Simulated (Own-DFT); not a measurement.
Si₃N₄ (beta silicon nitride, strained, atoms displaced) (calculated)

All values are calculated (Own-DFT development build). A calculation, not a measurement: plane-wave PBE density functional theory by an unreviewed code, no spin, of a simulated periodic cell, stress positive in tension, free energy of the whole cell less one offset for each atom, forces on such cells moved up to 12 meV/angstrom on a denser k mesh; offsets are fitted by least squares, one for each functional and potential file, so energies compare only between cells with the same atoms and settings and are not formation energies; the far tail of each file's local potential was reset to the Coulomb form; each entry is a single point on an unrelaxed cell, so the pressure reflects the starting lattice, mostly measured values (interpolated for alloys), from which strain is counted, and rises with the displacements; printed positions are rounded, which can move forces by about a meV/angstrom; the program, named Own-DFT, is a retired in-house code; no spin-orbit coupling; before rounding, a Quantum ESPRESSO 7.3.1 run of the same cell and cutoff gave forces within 1 meV/angstrom rms on each cell, which checks the program and not the settings.

Settings shared by all entries: functional PBE; potential files PseudoDojo norm-conserving, scalar-relativistic, standard set; wave cutoff 42 hartree; occupations Fermi-Dirac; smearing width 0.1 eV; k mesh 2 x 2 x 4 centred on Gamma.

(1) Si₃N₄ (beta silicon nitride, strained, atoms displaced)

```xyz
112
Lattice="14.9484 0.2561 0.2187 -7.2524 12.8087 -0.1225 0.0837 -0.0058 5.7213" Properties=species:S:1:pos:R:3 Si3N4
Si    -1.4495     4.8734     0.7284
Si     0.2398     2.5763     0.6254
Si     1.4591     5.4469     0.7937
Si     5.3865     1.5987     2.1746
Si     3.6944     3.9790     2.2232
Si     2.4075     1.1328     2.1797
N      2.3473     0.2020     0.6106
N      6.2104     2.0328     0.7787
N      2.9154     4.4126     0.7874
N      1.4904     6.2911     2.1289
N     -2.2507     4.5439     2.0514
N      1.1292     2.1740     2.1972
N      0.1047     4.3182     0.6961
N      3.8648     2.2086     2.1723
Si    -1.3546     5.0008     3.5253
Si     0.3177     2.5368     3.5747
Si     1.5154     5.2718     3.5475
Si     5.3628     1.5251     5.0573
Si     3.7040     3.8709     5.1202
Si     2.5488     1.2167     4.9784
N      2.4057     0.2478     3.6143
N      6.1967     2.0208     3.5483
N      2.8854     4.3562     3.7096
N      1.6100     6.2091     4.9401
N     -2.3145     4.5752     4.9560
N      1.1453     2.1517     5.0227
N      0.1169     4.2136     3.4503
N      3.7973     2.2565     5.0348
Si    -5.1222    11.4521     0.6801
Si    -3.3643     9.0267     0.6300
Si    -2.1800    11.7420     0.6480
Si     1.7972     7.9194     2.0902
Si     0.0440    10.3325     2.1181
Si    -1.1817     7.4991     2.1151
N     -1.2589     6.6852     0.7538
N      2.5829     8.4311     0.8085
N     -0.8122    10.8374     0.7060
N     -2.1559    12.6597     1.9875
N     -5.8582    10.8630     2.0676
N     -2.5932     8.6443     2.0782
N     -3.6194    10.7067     0.5791
N      0.2316     8.6321     2.1358
Si    -5.0447    11.3786     3.3973
Si    -3.2705     9.0643     3.5607
Si    -2.1014    11.7559     3.5880
Si     1.8087     7.9934     4.9862
Si     0.0441    10.2810     5.0256
Si    -1.1299     7.6117     5.0491
N     -1.1981     6.6321     3.5087
N      2.5250     8.4167     3.6249
N     -0.7702    10.7376     3.6486
N     -2.1280    12.7344     4.8708
N     -5.9177    10.7896     4.9399
N     -2.5214     8.5616     4.9705
N     -3.4586    10.7013     3.5038
N      0.1626     8.6932     5.0106
Si     6.0191     5.0432     0.9296
Si     7.7193     2.7537     0.6927
Si     9.0073     5.4583     0.8567
Si    12.8541     1.7262     2.3565
Si    11.0760     4.0028     2.2810
Si     9.9117     1.3401     2.3238
N      9.7817     0.4417     0.8238
N     13.5737     2.3141     0.8793
N     10.2811     4.4030     0.8492
N      9.0484     6.3915     2.3257
N      5.1754     4.5327     2.1366
N      8.5039     2.3132     2.2114
N      7.4920     4.4625     0.8163
N     11.3411     2.3704     2.2900
Si     6.0479     5.0561     3.6832
Si     7.7964     2.7045     3.6431
Si     9.0095     5.4848     3.6776
Si    12.8035     1.7651     5.2701
Si    11.1500     4.0978     5.1892
Si     9.9336     1.3422     5.0599
N      9.9195     0.4209     3.7367
N     13.6108     2.2560     3.6964
N     10.2846     4.5076     3.6610
N      8.9980     6.4383     5.0677
N      5.2588     4.4923     5.1005
N      8.6241     2.3268     5.0323
N      7.5415     4.4380     3.6502
N     11.2052     2.3257     5.0514
Si     2.2446    11.4920     0.7322
Si     4.0486     9.1080     0.7297
Si     5.2456    11.8396     0.7730
Si     9.2415     8.0720     2.3096
Si     7.6169    10.5436     2.2867
Si     6.3023     7.6873     2.2424
N      6.2365     6.7723     0.7951
N      9.9419     8.6078     0.9745
N      6.6398    10.7829     0.8532
N      5.4303    12.8636     2.2031
N      1.5740    10.9846     2.1493
N      4.9291     8.7141     2.2710
N      4.0091    10.8993     0.6686
N      7.6389     8.6282     2.1616
Si     2.4677    11.5127     3.5938
Si     4.1829     9.1048     3.6258
Si     5.3845    11.8319     3.6787
Si     9.3106     8.0622     5.0734
Si     7.5097    10.4433     5.0934
Si     6.2833     7.7151     5.0972
N      6.1857     6.7975     3.7247
N     10.0162     8.5282     3.6953
N      6.6511    10.8597     3.7410
N      5.4220    12.8332     5.0279
N      1.5898    10.9545     4.9630
N      4.9615     8.7695     5.1294
N      3.9314    10.8596     3.6540
N      7.6408     8.7427     5.0450
```

- free energy of cell above offsets: -0.481 eV
- pressure: 24.22 GPa
- stress xx: -25.03 GPa
- stress yy: -22.58 GPa
- stress zz: -25.03 GPa
- stress yz: -1.58 GPa
- stress xz: 6.81 GPa
- stress xy: 5.37 GPa

Force:
| element | x (eV/Å) | y (eV/Å) | z (eV/Å) |
| --- | --- | --- | --- |
| Si | -0.128 | 2.53 | -3.981 |
| Si | 0.287 | 2.227 | 4.186 |
| Si | 0.399 | -4.774 | -5.521 |
| Si | 0.022 | -2.117 | -0.409 |
| Si | -3.58 | -3.565 | 0.483 |
| Si | 3.441 | 1.074 | -2.192 |
| N | 0.262 | 4.324 | 2.773 |
| N | -1.011 | -1.06 | -2.487 |
| N | -3.057 | 1.591 | 1.483 |
| N | 0.229 | 0.319 | 3.427 |
| N | -3.327 | -1.272 | 4.108 |
| N | -1.292 | -0.397 | -3.563 |
| N | 1.667 | -0.448 | -0.392 |
| N | -3.433 | 0.372 | 0.011 |
| Si | -2.8 | -2.828 | -0.177 |
| Si | -2.118 | 0.807 | 0.4 |
| Si | -1.469 | 0.008 | 0.504 |
| Si | 1.894 | 4.105 | -0.477 |
| Si | 0.31 | 2.474 | -0.885 |
| Si | -1.168 | -1.433 | 0.781 |
| N | -0.1 | -0.81 | -1.168 |
| N | 0.994 | -0.254 | 3.325 |
| N | 0.784 | -0.302 | -2.122 |
| N | -0.687 | 3.024 | 2.537 |
| N | 2.447 | 0.683 | 0.225 |
| N | 0.011 | -0.549 | -2.191 |
| N | 1.544 | 1.925 | 1.008 |
| N | 2.179 | -2.502 | 0.174 |
| Si | -0.728 | -5.033 | -4.351 |
| Si | -3.072 | 0.468 | 2.459 |
| Si | -2.779 | -0.14 | -1.442 |
| Si | -2.53 | 1.7 | 5.076 |
| Si | -2.227 | -1.299 | 1.6 |
| Si | 0.178 | 5.726 | 1.473 |
| N | 0.186 | -3.339 | -3.903 |
| N | -1.132 | -0.649 | -4.586 |
| N | 1.584 | -1.049 | 0.314 |
| N | 0.291 | 1.516 | 3.929 |
| N | 1.75 | 1.835 | -0.3 |
| N | 2.805 | -2.121 | 0.388 |
| N | 2.188 | 0.941 | 0.252 |
| N | -1.134 | -1.047 | -0.316 |
| Si | 0.761 | -1.521 | 5.541 |
| Si | -2.264 | -1.453 | -1.789 |
| Si | -0.997 | -0.716 | -4.694 |
| Si | -2.539 | -1.718 | 2.591 |
| Si | -0.234 | 2.708 | -0.278 |
| Si | 0.287 | -1.408 | -1.545 |
| N | 0.471 | 1.6 | 3.148 |
| N | 3.259 | 1.023 | -3.236 |
| N | 0.149 | 0.56 | -2.533 |
| N | -0.177 | -1.636 | 3.306 |
| N | 3.463 | 2.936 | -1 |
| N | 0.71 | -0.875 | -0.901 |
| N | -1.144 | 2.169 | 0.073 |
| N | 2.319 | -4.812 | 0.369 |
| Si | -1.02 | 3.2 | -6.799 |
| Si | 0.213 | 1.147 | 2.732 |
| Si | -4.007 | 1.773 | -0.595 |
| Si | 0.18 | -0.991 | -1.236 |
| Si | 2.278 | 1.25 | 0.561 |
| Si | 0.574 | 0.329 | -2.75 |
| N | -0.18 | -1.505 | 0.377 |
| N | 0.732 | -0.565 | 0.661 |
| N | -0.873 | 0.759 | 1.397 |
| N | 0.044 | -0.248 | -3.07 |
| N | 1.767 | 1.237 | 6.083 |
| N | 1.628 | -0.639 | -1.483 |
| N | 5.688 | -1.271 | -0.273 |
| N | -2.812 | -1.028 | -0.296 |
| Si | -2.275 | 0.759 | 0.406 |
| Si | -2.692 | 2.325 | -0.68 |
| Si | -4.114 | -0.493 | 1.228 |
| Si | -0.198 | -1.562 | -3.667 |
| Si | -0.403 | -2.352 | -4.248 |
| Si | -0.005 | -1.647 | 3.82 |
| N | -0.69 | -2.825 | -2.472 |
| N | 2.076 | 0.115 | 4.035 |
| N | 2.867 | -1.851 | 2.268 |
| N | 0.829 | -2.646 | 2.648 |
| N | 1.013 | 1.157 | 0.563 |
| N | -1.298 | 0.493 | 0.072 |
| N | 3.656 | -0.65 | 0.047 |
| N | 3.678 | 3.34 | 1.079 |
| Si | 3.914 | 1.639 | -2.296 |
| Si | 3.031 | 3.923 | 4.116 |
| Si | 4.662 | 3.483 | 0.59 |
| Si | -2.816 | -0.551 | 0.354 |
| Si | -7.005 | -5.44 | -1.109 |
| Si | -0.506 | -0.126 | -0.041 |
| N | -0.959 | -1.189 | 0.818 |
| N | 3.271 | 0.398 | -5.73 |
| N | 0.147 | 1.83 | 0.832 |
| N | -0.257 | -2.075 | 0.164 |
| N | 0.668 | 0.992 | 1.545 |
| N | 0.023 | -0.822 | -3.918 |
| N | -7.248 | -3.902 | 0.777 |
| N | 1.894 | 3.977 | 1.204 |
| Si | -2.563 | 0.288 | -0.459 |
| Si | -2.418 | 1.933 | 2.458 |
| Si | -3.234 | 2.938 | -1.8 |
| Si | -3.373 | 2.471 | 4.304 |
| Si | -0.63 | -2.456 | 2.224 |
| Si | 2.017 | 0.436 | 1.245 |
| N | -0.48 | -2.313 | -2.182 |
| N | 4.374 | 2.226 | 0.105 |
| N | 2.962 | -1.068 | -2.659 |
| N | 0.213 | 0.999 | 2.175 |
| N | 0.763 | 0.988 | 1.337 |
| N | 0.438 | -1.374 | -3.325 |
| N | 3.125 | -1.479 | -0.574 |
| N | 1.587 | -0.849 | -0.065 |

(2) Si₃N₄ (beta silicon nitride, strained, atoms displaced)

```xyz
112
Lattice="15.0370 -0.1195 -0.2765 -7.6220 13.4497 0.4005 -0.1057 0.1158 5.8090" Properties=species:S:1:pos:R:3 Si3N4
Si    -1.6400     5.2157     0.7682
Si     0.1957     2.6849     0.6893
Si     1.3427     5.6285     0.8424
Si     5.2855     1.4755     2.1090
Si     3.4659     4.0593     2.2586
Si     2.4088     1.1785     2.2180
N      2.3608     0.1515     0.6549
N      6.1233     2.0520     0.5836
N      2.6455     4.4598     0.7132
N      1.3186     6.5453     2.2743
N     -2.5033     4.7602     2.3427
N      0.9951     2.3231     2.2090
N     -0.0669     4.5123     0.9226
N      3.7046     2.2043     2.1105
Si    -1.7063     5.2384     3.7468
Si     0.0956     2.9015     3.6754
Si     1.2397     5.5378     3.7562
Si     5.2486     1.5765     4.9857
Si     3.3553     4.1017     5.0621
Si     2.3350     1.2418     5.0184
N      2.2554     0.2847     3.5670
N      6.0979     1.9914     3.5260
N      2.5767     4.4213     3.7040
N      1.2748     6.6083     5.2406
N     -2.4677     4.8273     5.2400
N      0.9114     2.2105     5.0589
N     -0.1351     4.6107     3.7041
N      3.6506     2.2711     5.0008
Si    -5.4836    12.0117     1.0961
Si    -3.6363     9.4929     1.0724
Si    -2.5438    12.1840     0.9745
Si     1.4739     8.1998     2.3800
Si    -0.4493    10.7023     2.4364
Si    -1.4416     7.9469     2.3412
N     -1.3816     6.9100     0.9345
N      2.1822     8.6641     0.7778
N     -1.0648    11.1704     0.8557
N     -2.6019    13.2774     2.4544
N     -6.3277    11.3624     2.5062
N     -2.8941     9.0583     2.3741
N     -3.8398    11.2727     1.0076
N     -0.0932     8.9872     2.3644
Si    -5.5224    11.9536     4.0026
Si    -3.7026     9.4422     3.9048
Si    -2.5426    12.3684     3.8837
Si     1.4600     8.3027     5.2280
Si    -0.3773    10.8515     5.4159
Si    -1.4785     7.9419     5.3710
N     -1.5005     6.9048     3.9012
N      2.2241     8.7760     3.7869
N     -1.1339    11.3921     3.8219
N     -2.6266    13.2684     5.3591
N     -6.3235    11.5426     5.4608
N     -2.8620     9.0350     5.3864
N     -3.8867    11.2007     3.9755
N     -0.1763     8.8823     5.2714
Si     5.8425     5.1107     0.8232
Si     7.7337     2.6838     0.6152
Si     8.8258     5.5305     0.7643
Si    12.9133     1.3984     1.9507
Si    11.0389     3.9402     2.0911
Si     9.7877     1.1193     2.0737
N      9.9007     0.0821     0.5706
N     13.6168     1.9157     0.5281
N     10.2308     4.4280     0.5916
N      8.8068     6.4149     2.1700
N      5.0592     4.7228     2.1939
N      8.3581     2.2294     2.1315
N      7.4816     4.5082     0.7011
N     11.2753     2.1426     1.9982
Si     5.7993     5.2195     3.6602
Si     7.6718     2.7156     3.5397
Si     8.7960     5.4887     3.5801
Si    12.7150     1.5079     4.9592
Si    10.9378     3.9574     4.9423
Si     9.7952     1.2092     4.8719
N      9.9039     0.2425     3.5099
N     13.4877     1.9866     3.4847
N     10.1784     4.4078     3.5471
N      8.7704     6.5276     5.0581
N      4.9923     4.6480     5.0657
N      8.3912     2.2358     4.9909
N      7.3837     4.5348     3.5326
N     11.2056     2.1295     4.8967
Si     2.0108    11.8451     0.8896
Si     3.8802     9.3394     0.8346
Si     5.0313    12.1501     0.9013
Si     9.0688     8.2323     2.1249
Si     7.2787    10.6584     2.2239
Si     6.0493     7.9319     2.3585
N      6.1006     6.8525     0.7318
N      9.7893     8.5874     0.7347
N      6.3878    11.0826     0.8382
N      5.0145    13.1753     2.3596
N      1.2114    11.2901     2.3546
N      4.6758     8.9286     2.3075
N      3.7022    11.1818     0.9103
N      7.4592     8.9134     2.2889
Si     1.9514    11.9843     3.8846
Si     3.8249     9.4093     3.8779
Si     5.0018    12.2339     3.7568
Si     8.9316     8.3199     5.0092
Si     7.0426    10.6973     5.0952
Si     5.8468     7.9253     5.1057
N      6.0306     7.0257     3.7021
N      9.7834     8.7358     3.5624
N      6.3334    11.2423     3.7351
N      5.0425    13.2281     5.2355
N      1.2135    11.4988     5.2302
N      4.6468     9.0364     5.2135
N      3.5408    11.1568     3.7522
N      7.3288     8.9394     5.1726
```

* free energy of cell above offsets: -5.614 eV
* pressure: 7.87 GPa
* stress xx: -11.12 GPa
* stress yy: -0.79 GPa
* stress zz: -11.7 GPa
* stress yz: 5.84 GPa
* stress xz: -4.81 GPa
* stress xy: -4.1 GPa

Force:
| element | x (eV/Å) | y (eV/Å) | z (eV/Å) |
| --- | --- | --- | --- |
| Si | 1.542 | -0.462 | 5.095 |
| Si | 0.414 | 1.781 | 1.73 |
| Si | -1.53 | -3.358 | 0.244 |
| Si | 0.352 | 2.816 | -1.75 |
| Si | -0.441 | -3.196 | -2.424 |
| Si | -2.359 | 1.385 | -3.64 |
| N | -0.017 | 4.055 | 1.674 |
| N | -0.205 | -1.191 | 1.525 |
| N | 0.895 | 0.453 | 1.476 |
| N | 0.581 | -1.453 | 1.796 |
| N | 1.562 | 1.15 | -1.533 |
| N | -0.259 | -0.649 | 0.135 |
| N | 1.133 | -0.706 | -1.352 |
| N | 1.378 | 2.666 | 0.336 |
| Si | -0.426 | 0.274 | 0.482 |
| Si | -0.471 | -2.661 | -1.204 |
| Si | 0.213 | 2.466 | 0.222 |
| Si | -0.748 | 0.303 | -0.225 |
| Si | 2.798 | -3.52 | 4.235 |
| Si | -0.888 | -0.507 | 0.641 |
| N | -0.038 | -3.18 | 1.973 |
| N | -0.097 | -0.259 | 0.445 |
| N | -1.592 | 2.07 | -3.504 |
| N | 0.491 | -1.109 | -3.157 |
| N | -3.166 | -1.88 | -2.563 |
| N | -1.093 | 1.597 | 0.719 |
| N | 0.53 | -1.856 | 0.525 |
| N | 0.442 | 1.615 | 0.151 |
| Si | 0.411 | -4.268 | -0.412 |
| Si | -2.793 | 1.533 | -6.501 |
| Si | 2.753 | 3.118 | 0.117 |
| Si | -0.569 | 2.812 | -2.04 |
| Si | 2.865 | -0.556 | -0.666 |
| Si | -0.824 | -1.399 | 2.129 |
| N | -0.796 | -0.452 | 2.021 |
| N | 5.132 | 2.189 | 5.714 |
| N | -4.32 | 2.462 | 6.077 |
| N | 0.67 | -1.857 | -1.649 |
| N | 6.824 | 4.231 | 0.759 |
| N | 3.89 | -2.705 | 5.313 |
| N | -3.684 | -3.718 | 0.832 |
| N | -0.943 | -0.23 | 0.237 |
| Si | 1.363 | -0.459 | -0.279 |
| Si | 2.129 | 2.385 | 0.845 |
| Si | -1.471 | -1.819 | 0.981 |
| Si | -3.974 | -0.857 | -3.325 |
| Si | 2.275 | -4.464 | -7.502 |
| Si | -2.392 | -0.307 | -3.033 |
| N | -0.302 | 3.164 | -1.588 |
| N | 1.26 | -0.583 | 0.049 |
| N | 0.356 | -0.846 | 1.555 |
| N | 0.822 | 1.371 | -0.142 |
| N | -1.523 | -0.593 | -0.519 |
| N | -1.012 | -0.054 | 0.134 |
| N | -0.599 | 1.174 | -0.6 |
| N | 2.373 | 5.13 | -0.292 |
| Si | 2.849 | 1.236 | -4.32 |
| Si | -1.611 | 2.662 | 0.177 |
| Si | 0.79 | -0.948 | -3.154 |
| Si | -2.917 | 1.463 | 2.407 |
| Si | -1.421 | -2.699 | -1.384 |
| Si | 2.347 | 1.524 | -2.689 |
| N | -1.266 | 2.028 | 0.197 |
| N | 2.11 | 0.538 | -0.321 |
| N | -0.047 | -0.308 | 0.616 |
| N | 1.036 | 3.099 | 0.427 |
| N | -2.774 | -0.592 | 2.465 |
| N | 3.471 | -2.282 | -1.711 |
| N | -0.908 | -2.884 | -0.105 |
| N | -1.887 | 0.557 | -0.072 |
| Si | 1.835 | 0.401 | 0.843 |
| Si | -2.764 | 2.891 | 0.745 |
| Si | -0.181 | 0.921 | 2.078 |
| Si | 1.425 | -1.62 | -2.511 |
| Si | 1.362 | -1.191 | 2.709 |
| Si | 0.408 | -0.409 | 3.417 |
| N | -1.565 | -1.94 | -0.685 |
| N | 3.054 | 1.15 | -1.081 |
| N | -1.08 | 0.591 | -1.628 |
| N | 0.688 | 0.72 | -1.097 |
| N | -0.259 | 1.427 | 0.967 |
| N | 1.334 | -0.434 | 0.175 |
| N | 0.185 | -1.984 | 0.694 |
| N | -2.682 | 3.792 | 0.425 |
| Si | 2.723 | -0.595 | 2.681 |
| Si | -1.474 | 2.846 | 1.654 |
| Si | 0.975 | 1.603 | -0.636 |
| Si | -3.896 | -2.327 | 1.888 |
| Si | -6.622 | -3.168 | 0.936 |
| Si | 1.353 | 0.122 | -5.092 |
| N | -1.509 | 0.493 | 1.847 |
| N | 3.238 | 1.85 | -3.021 |
| N | 0.408 | 0.027 | -1.114 |
| N | 0.618 | -0.54 | -1.62 |
| N | -0.113 | 1.768 | 0.716 |
| N | -1.372 | -0.049 | 1.135 |
| N | -3.083 | -3.11 | -0.509 |
| N | -0.283 | 0.194 | -0.243 |
| Si | 3.035 | -1.712 | -4.804 |
| Si | -1.877 | 3.508 | -5.671 |
| Si | -2.775 | 0.383 | 1.621 |
| Si | -1.414 | -2.082 | 1.079 |
| Si | 2.461 | -1.201 | 3.843 |
| Si | 5.167 | -1.238 | 2.781 |
| N | -1.371 | -4.078 | 1.244 |
| N | -0.133 | -0.629 | 1.156 |
| N | 1.332 | -1.211 | -2.966 |
| N | -0.243 | -0.675 | 0.39 |
| N | -2.738 | -1.147 | 2.694 |
| N | -0.947 | -0.08 | 2.095 |
| N | 1.029 | 0.899 | 0.858 |
| N | -0.943 | 1.395 | -0.792 |
